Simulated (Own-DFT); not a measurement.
# Computed records: AlN (wurtzite, atoms displaced)

All values are calculated (Own-DFT development build). A calculation, not a measurement: plane-wave PBE density functional theory by an unreviewed code, no spin, of a simulated periodic cell, stress positive in tension, free energy of the whole cell less one offset for each atom, some atoms lie very close together; forces on such cells moved up to 12 meV/angstrom on a denser k mesh; offsets are fitted by least squares, one for each functional and potential file, so energies compare only between cells with the same atoms and settings and are not formation energies; the far tail of each file's local potential was reset to the Coulomb form; each entry is a single point on an unrelaxed cell, so the pressure reflects the starting lattice, mostly measured values (interpolated for alloys), from which strain is counted, and rises with the displacements; printed positions are rounded, which can move forces by about a meV/angstrom; the program, named Own-DFT, is a retired in-house code; no spin-orbit coupling; before rounding, a Quantum ESPRESSO 7.3.1 run of the same cell and cutoff gave forces within 1 meV/angstrom rms on each cell, which checks the program and not the settings.

Settings shared by all entries: functional PBE; potential files PseudoDojo norm-conserving, scalar-relativistic, standard set; wave cutoff 42 hartree; occupations Fermi-Dirac; smearing width 0.1 eV; k mesh 3 x 3 x 2 centred on Gamma.

(1) AlN (wurtzite, atoms displaced)

```
cell vectors (Å)
   9.3360     0.0000     0.0000
  -4.6680     8.0852     0.0000
   0.0000     0.0000     9.9640
atoms (fractions of the cell vectors)
Al  0.11057  0.21805  0.99041
Al  0.22664  0.11328  0.25630
N   0.11608  0.21736  0.18670
N   0.21254  0.09368  0.45850
Al  0.11126  0.21225  0.48639
Al  0.24085  0.10722  0.74817
N   0.10948  0.22223  0.67620
N   0.23466  0.11551  0.94002
Al  0.09787  0.53997  0.99822
Al  0.21587  0.45570  0.24075
N   0.12001  0.56266  0.20515
N   0.24056  0.46875  0.45000
Al  0.07641  0.55886  0.49459
Al  0.23589  0.45603  0.73954
N   0.10687  0.54897  0.68254
N   0.24650  0.46946  0.93328
Al  0.10935  0.88019  0.99464
Al  0.20891  0.76635  0.23281
N   0.11485  0.88724  0.17583
N   0.22634  0.78028  0.45418
Al  0.10761  0.86621  0.48224
Al  0.22432  0.77343  0.75155
N   0.12110  0.88596  0.68863
N   0.22219  0.78134  0.93938
Al  0.44174  0.20312  0.00849
Al  0.52577  0.10285  0.25500
N   0.43821  0.21656  0.18137
N   0.55276  0.13209  0.43881
Al  0.44908  0.22724  0.50957
Al  0.56277  0.11673  0.74668
N   0.43446  0.21889  0.68928
N   0.55489  0.12728  0.94461
Al  0.45288  0.54475  0.98561
Al  0.54994  0.43252  0.24559
N   0.43435  0.52684  0.19237
N   0.55758  0.45239  0.44064
Al  0.41537  0.54276  0.49065
Al  0.55866  0.46223  0.75015
N   0.45380  0.54741  0.69453
N   0.58258  0.44943  0.94149
Al  0.44426  0.87968  0.01766
Al  0.57466  0.78420  0.25001
N   0.47066  0.91852  0.21059
N   0.54732  0.78858  0.43716
Al  0.43514  0.87362  0.50937
Al  0.56398  0.79790  0.75621
N   0.42739  0.89571  0.70090
N   0.55605  0.78492  0.95813
Al  0.74932  0.20556  0.99876
Al  0.87998  0.09731  0.21294
N   0.78494  0.23318  0.20782
N   0.88153  0.10922  0.44990
Al  0.77536  0.21811  0.49104
Al  0.87250  0.08643  0.75160
N   0.77492  0.22614  0.66768
N   0.87592  0.09785  0.94538
Al  0.78709  0.54659  0.98962
Al  0.88617  0.44829  0.26292
N   0.77399  0.57771  0.21433
N   0.89704  0.43911  0.44976
Al  0.78268  0.54684  0.49579
Al  0.88092  0.45106  0.76323
N   0.77285  0.54544  0.68582
N   0.88199  0.45333  0.94646
Al  0.78497  0.89992  0.99770
Al  0.86459  0.77012  0.24330
N   0.79151  0.91164  0.18361
N   0.89186  0.79125  0.44569
Al  0.76852  0.90934  0.51545
Al  0.91042  0.78378  0.73713
N   0.79429  0.91287  0.70765
N   0.89544  0.78754  0.92335
```

* free energy of cell above offsets: -6.338 eV
* pressure: 14.89 GPa
* stress xx: -20.1 GPa
* stress yy: -19.33 GPa
* stress zz: -5.23 GPa
* stress yz: -4.05 GPa
* stress xz: -0.45 GPa
* stress xy: 0.01 GPa

Force:
```
element  x (eV/Å)  y (eV/Å)  z (eV/Å)
     Al     1.262     0.813    -0.039
     Al    -0.837    -1.227     0.032
      N    -1.666     0.875    -0.299
      N     1.552     1.392    -3.489
     Al    -1.973     1.308     1.812
     Al    -5.082    -1.169     0.298
      N     0.437    -0.176     2.922
      N    -1.474    -0.903    -0.453
     Al     1.869      2.16    -0.082
     Al     4.928    -3.461     2.673
      N    -3.915    -2.416    -3.402
      N     -14.4    -8.139    -5.795
     Al     11.58     4.986     4.315
     Al    -1.627    -2.558    -0.484
      N     -0.87     0.988     1.977
      N    -3.061    -2.991     0.171
     Al    -1.063     1.898    -1.023
     Al     1.078     5.308     2.705
      N    -1.197    -0.009     2.504
      N     0.701    -2.693    -3.436
     Al    -3.097      3.93     2.904
     Al    -2.409    -1.782     0.063
      N     0.242     0.058    -0.531
      N     1.693    -1.751     1.512
     Al    -3.768      3.41     -1.82
     Al     1.861     6.922     3.234
      N    -0.283     0.519     2.625
      N      1.79    -2.402     0.132
     Al    -2.003     0.668    -0.745
     Al    -1.554     1.148    -0.448
      N     4.324     3.016     0.743
      N     1.724     -4.92    -3.048
     Al     0.948     1.384     2.602
     Al     0.125     0.531     1.751
      N    -1.199     3.622    -1.595
      N    -0.288    -1.098    -0.122
     Al     15.04     7.077     4.178
     Al     5.157    -4.302     1.082
      N    -4.938     5.061    -1.853
      N    -3.654    -1.681    -0.632
     Al    -1.916     1.398    -0.526
     Al     -2.17     -0.88     0.299
      N     0.358    -9.716     -4.42
      N     2.861    -1.327     0.981
     Al    -1.324     2.991    -0.213
     Al    -0.243    -1.851     0.481
      N     5.106     0.378    -1.149
      N     1.649      -0.9    -1.772
     Al      4.49     2.981     2.617
     Al     0.136      12.4     5.318
      N    -1.054    -0.909    -2.756
      N     1.271     0.977    -2.601
     Al    -0.779    -0.341    -1.224
     Al     0.607     18.26     2.746
      N     0.009    -0.651     5.813
      N    -0.559     5.386    -0.904
     Al    -6.369     6.781     3.566
     Al    -0.267     0.206    -0.931
      N     2.399    -9.142    -3.604
      N    -7.823     -4.15    -4.398
     Al    -3.017     1.309     0.296
     Al     2.231    -1.501    -3.481
      N     -0.03     2.119     0.185
      N     7.388    -5.251    -1.241
     Al     0.803    -5.162     -0.32
     Al      2.42     8.437     3.002
      N     0.064    -12.06     -1.68
      N    -1.153    -1.904    -0.599
     Al     1.844    -2.633    -1.166
     Al    -2.074    -0.853     0.102
      N    -0.572     -16.6    -5.546
      N    -0.228    -1.192      2.19
```

(2) AlN (wurtzite, atoms displaced)

```
cell vectors (Å)
   9.3360     0.0000     0.0000
  -4.6680     8.0852     0.0000
   0.0000     0.0000     9.9640
atoms (fractions of the cell vectors)
Al  0.11845  0.23966  0.01512
Al  0.21689  0.11332  0.25453
N   0.10532  0.21163  0.19234
N   0.21948  0.08764  0.43729
Al  0.11996  0.22148  0.50571
Al  0.21357  0.10955  0.75815
N   0.11504  0.21649  0.68301
N   0.23871  0.12705  0.92976
Al  0.13193  0.57276  0.01827
Al  0.21376  0.44721  0.24813
N   0.10480  0.55056  0.21243
N   0.24958  0.46055  0.44225
Al  0.12288  0.55511  0.49506
Al  0.21804  0.44805  0.74389
N   0.11608  0.55443  0.70237
N   0.21326  0.43017  0.93636
Al  0.11145  0.88219  0.99687
Al  0.21453  0.78373  0.24520
N   0.11085  0.87216  0.20361
N   0.20551  0.76127  0.44286
Al  0.12326  0.91099  0.50840
Al  0.22811  0.78561  0.74591
N   0.08299  0.87428  0.68044
N   0.20630  0.78249  0.91392
Al  0.45615  0.24242  0.99323
Al  0.53470  0.10206  0.24513
N   0.43638  0.22244  0.19532
N   0.56152  0.14169  0.44312
Al  0.44139  0.22607  0.50447
Al  0.54726  0.10104  0.76330
N   0.43414  0.21992  0.68961
N   0.56277  0.11289  0.93969
Al  0.45120  0.56324  0.01330
Al  0.55994  0.45702  0.24189
N   0.44382  0.57976  0.18689
N   0.55894  0.47385  0.44224
Al  0.44938  0.56571  0.48569
Al  0.56505  0.44694  0.74977
N   0.43922  0.55217  0.68912
N   0.56758  0.44172  0.94089
Al  0.43332  0.87323  0.99743
Al  0.55896  0.78066  0.26428
N   0.44567  0.90684  0.18323
N   0.55262  0.78102  0.44061
Al  0.43940  0.88588  0.49748
Al  0.55750  0.77663  0.76186
N   0.46175  0.88641  0.67358
N   0.54450  0.77273  0.94470
Al  0.77564  0.23940  0.99556
Al  0.89269  0.11373  0.26546
N   0.76541  0.22481  0.18612
N   0.89862  0.10925  0.43529
Al  0.79291  0.24848  0.49744
Al  0.88425  0.11647  0.76973
N   0.78573  0.21507  0.69090
N   0.90644  0.12323  0.95463
Al  0.79610  0.56010  0.99397
Al  0.90503  0.46411  0.23551
N   0.77438  0.53944  0.18092
N   0.89706  0.45808  0.46415
Al  0.73165  0.53971  0.47801
Al  0.90964  0.45839  0.75913
N   0.80287  0.56944  0.69414
N   0.91275  0.45317  0.94167
Al  0.78424  0.87330  0.00677
Al  0.87789  0.78265  0.27198
N   0.78183  0.90820  0.17284
N   0.87230  0.77606  0.43834
Al  0.78239  0.90756  0.50798
Al  0.89705  0.76483  0.74949
N   0.76427  0.89204  0.68522
N   0.90044  0.78046  0.94011
```

* free energy of cell above offsets: -11.159 eV
* pressure: 12.87 GPa
* stress xx: -13.49 GPa
* stress yy: -10.05 GPa
* stress zz: -15.07 GPa
* stress yz: 2.21 GPa
* stress xz: -0.44 GPa
* stress xy: -1.58 GPa

Force:
```
element  x (eV/Å)  y (eV/Å)  z (eV/Å)
     Al     0.721    -3.584     -2.16
     Al     1.581    -1.397    -0.858
      N    -0.151     2.402     1.985
      N    -0.691     8.605    -1.886
     Al    -0.242      0.23    -1.479
     Al      0.12     -0.18    -2.818
      N    -1.623       0.8     1.785
      N     -0.78    -1.451     4.405
     Al     -0.58    -2.051    -3.182
     Al     3.044    -1.351     1.623
      N     3.854     3.913    -3.646
      N    -4.598    -4.238    -2.101
     Al    -1.507    -0.698     2.218
     Al      2.73    -1.803     0.828
      N     0.152     2.238    -2.568
      N     0.809     4.883     1.572
     Al    -0.693     3.315     1.476
     Al      6.02    -2.127     4.137
      N    -6.881     3.796    -3.599
      N     1.014     4.073    -0.681
     Al    -0.532    -9.314     0.285
     Al     0.356    -0.998    -5.275
      N     5.517     4.142     1.312
      N     3.158    -0.756     6.395
     Al    -0.088    -4.785     1.758
     Al      1.73      5.05     1.841
      N    -1.023     1.668    -1.084
      N     1.927    -2.643    -1.235
     Al    -0.651     0.167    -0.147
     Al     1.073     1.072    -4.264
      N      1.28     0.016     0.696
      N    -1.649    -0.736     1.267
     Al    -0.177    -1.846    -4.232
     Al    -0.431    -1.735     0.035
      N     0.705    -2.591     2.262
      N    -11.36    -9.878    -6.196
     Al    -0.166      2.51     4.848
     Al    -0.674      0.45    -0.614
      N     1.363      0.58     0.108
      N    -0.483     4.355    -0.219
     Al    -0.578     3.205     0.035
     Al    -0.474     2.836    -3.204
      N    -0.212    -5.547    -0.074
      N      0.54     1.754     0.184
     Al    -0.842     1.202    -1.299
     Al     0.102    -0.998    -2.732
      N    -2.936     0.511     4.044
      N     1.845     0.078     0.081
     Al     2.734    -2.137     1.535
     Al    -2.208     0.357    -5.575
      N      1.37     0.739     1.253
      N    -0.513     2.201     3.016
     Al    -0.506    -3.676     1.354
     Al     2.085    -1.298    -1.423
      N    -2.436     2.063     0.467
      N    -1.772    -1.561    -0.982
     Al    -0.846    -0.556    -0.121
     Al    -4.992    -5.748     3.243
      N    -1.897     2.999     0.942
      N    -0.952     1.465    -3.294
     Al     19.41     8.563     6.606
     Al    -1.368    -2.136    -2.148
      N    -2.617    -5.504    -0.986
      N     -0.96     0.941     1.617
     Al    -1.585      2.65    -3.654
     Al     1.241     0.299    -6.282
      N     0.186    -2.172     6.421
      N    -0.047     0.215      4.14
     Al    -0.082    -2.334    -0.264
     Al     -5.12     2.344     1.484
      N     2.111     0.008     3.259
      N    -0.852    -0.868    -0.233
```

(3) AlN (wurtzite, atoms displaced)

```
cell vectors (Å)
   9.3360     0.0000     0.0000
  -4.6680     8.0852     0.0000
   0.0000     0.0000     9.9640
atoms (fractions of the cell vectors)
Al  0.11143  0.22624  0.99925
Al  0.21234  0.10921  0.25143
N   0.08955  0.22013  0.17484
N   0.20582  0.10676  0.42200
Al  0.11429  0.22692  0.49561
Al  0.22498  0.11536  0.75271
N   0.10479  0.20113  0.68942
N   0.22984  0.11183  0.92478
Al  0.09254  0.54579  0.98189
Al  0.20804  0.44057  0.26334
N   0.08813  0.53542  0.20195
N   0.23297  0.45014  0.44768
Al  0.09830  0.54783  0.51536
Al  0.23886  0.46067  0.74945
N   0.11766  0.54975  0.68132
N   0.20344  0.43550  0.95262
Al  0.11736  0.89360  0.97659
Al  0.21905  0.76784  0.25304
N   0.08969  0.87715  0.19531
N   0.21773  0.79430  0.43841
Al  0.11121  0.89267  0.49092
Al  0.21756  0.76675  0.77130
N   0.11332  0.90142  0.70802
N   0.22785  0.77564  0.93777
Al  0.44611  0.19534  0.00887
Al  0.56357  0.13392  0.24500
N   0.44176  0.21129  0.19595
N   0.52902  0.11015  0.43042
Al  0.45675  0.20325  0.48229
Al  0.55371  0.10533  0.74817
N   0.45542  0.24394  0.71128
N   0.54697  0.11246  0.93298
Al  0.42731  0.55130  0.99500
Al  0.56060  0.45786  0.25538
N   0.41601  0.56187  0.18280
N   0.56807  0.45854  0.44080
Al  0.44513  0.55026  0.49729
Al  0.56445  0.45845  0.74538
N   0.43770  0.56276  0.68523
N   0.55673  0.43904  0.92887
Al  0.42486  0.86864  0.00606
Al  0.54199  0.78827  0.24621
N   0.43279  0.86123  0.20024
N   0.57224  0.79637  0.43686
Al  0.44591  0.85943  0.50781
Al  0.56244  0.78286  0.75045
N   0.44566  0.89738  0.69029
N   0.54989  0.76764  0.93831
Al  0.77017  0.20773  0.99536
Al  0.89961  0.11185  0.24407
N   0.77470  0.22067  0.18231
N   0.88606  0.09573  0.44285
Al  0.78308  0.22102  0.50386
Al  0.88876  0.11683  0.73643
N   0.78862  0.21225  0.68036
N   0.88820  0.10885  0.94131
Al  0.77247  0.55607  0.99441
Al  0.89619  0.45352  0.25786
N   0.79533  0.55383  0.17118
N   0.89152  0.44449  0.43772
Al  0.78517  0.56476  0.50350
Al  0.90065  0.48015  0.75170
N   0.78859  0.58428  0.67302
N   0.89765  0.46088  0.94050
Al  0.79384  0.90885  0.99743
Al  0.87923  0.77407  0.24367
N   0.77758  0.86944  0.19136
N   0.88983  0.78757  0.43141
Al  0.76831  0.86818  0.47990
Al  0.87642  0.76733  0.76178
N   0.78486  0.87846  0.68657
N   0.89183  0.78907  0.94030
```

- free energy of cell above offsets: -10.703 eV
- pressure: 14.03 GPa
- stress xx: -19.89 GPa
- stress yy: -7.19 GPa
- stress zz: -15.01 GPa
- stress yz: -1.52 GPa
- stress xz: 0.59 GPa
- stress xy: 2.94 GPa

Force:
```
element  x (eV/Å)  y (eV/Å)  z (eV/Å)
     Al     0.833    -2.198    -1.793
     Al     0.017    -1.203    -3.973
      N     4.638     1.734     2.374
      N     1.521     1.563     4.291
     Al     0.071    -1.853     1.408
     Al     1.193     0.962    -2.461
      N    -0.671     3.746    -0.838
      N    -0.459     0.795     5.657
     Al     4.562     2.198     5.038
     Al     0.125     0.027      -2.4
      N     4.346     3.575    -2.421
      N    -2.202    -0.569    -0.212
     Al     0.994     1.806    -6.148
     Al    -1.684    -4.332     1.022
      N    -1.377     1.373     5.944
      N     0.984     2.216    -3.528
     Al    -1.428    -0.155     2.351
     Al    -2.626    -0.223    -0.111
      N     3.767     2.041     -2.21
      N     3.769    -3.399     1.029
     Al    -2.029     0.977     1.814
     Al    -0.133     2.619    -7.737
      N      1.24    -3.805    -1.431
      N    -2.016    -1.781     3.609
     Al    -5.144     4.249    -0.581
     Al     2.783    -3.494     1.822
      N    -3.539     2.455    -1.466
      N     17.36    -9.471    -5.212
     Al     -16.8     10.81     8.037
     Al    -0.597      2.64    -0.546
      N     1.137    -2.999    -3.782
      N     4.795    -3.241     0.349
     Al     2.109    -0.474     0.865
     Al    -0.133     -0.21    -2.476
      N     3.007    -0.973     1.656
      N     0.075    -1.494     -0.19
     Al     0.655     1.401     0.329
     Al     -0.68     0.039    -0.029
      N      2.74     1.069    -0.256
      N    -0.956     0.758     2.166
     Al      3.72     1.797     0.755
     Al     9.877    -4.452     2.076
      N     -8.31      6.36     -4.61
      N    -2.724    -4.704    -1.789
     Al    -5.031     3.256      -0.3
     Al      0.33     0.643     -0.23
      N     0.456    -2.724     0.338
      N    -0.436     1.679     0.221
     Al    -0.493     1.505     0.081
     Al    -4.066    -2.848     1.917
      N     0.502    -0.105     0.878
      N    -0.812     2.409    -1.302
     Al    -0.561    -0.994     -2.69
     Al     3.887    -3.608     1.825
      N    -5.155     3.038     1.522
      N    -0.447     2.582     -1.99
     Al    -0.628     0.687    -0.136
     Al    -3.452     -2.69    -1.184
      N     -3.11    -0.268      3.55
      N    -0.991    -0.579     2.374
     Al     0.262     0.408    -4.313
     Al     0.283    -3.037    -0.813
      N     0.948    -3.994      3.79
      N    -4.547    -3.339    -3.234
     Al     -0.85    -4.748     1.387
     Al     3.105    -2.358     0.685
      N    -5.414     3.557     -1.69
      N     2.575    -3.021    -0.006
     Al     2.337     4.113     3.809
     Al     0.945     4.947    -1.148
      N    -2.814     1.009     -0.35
      N     0.371      -1.7     0.618
```
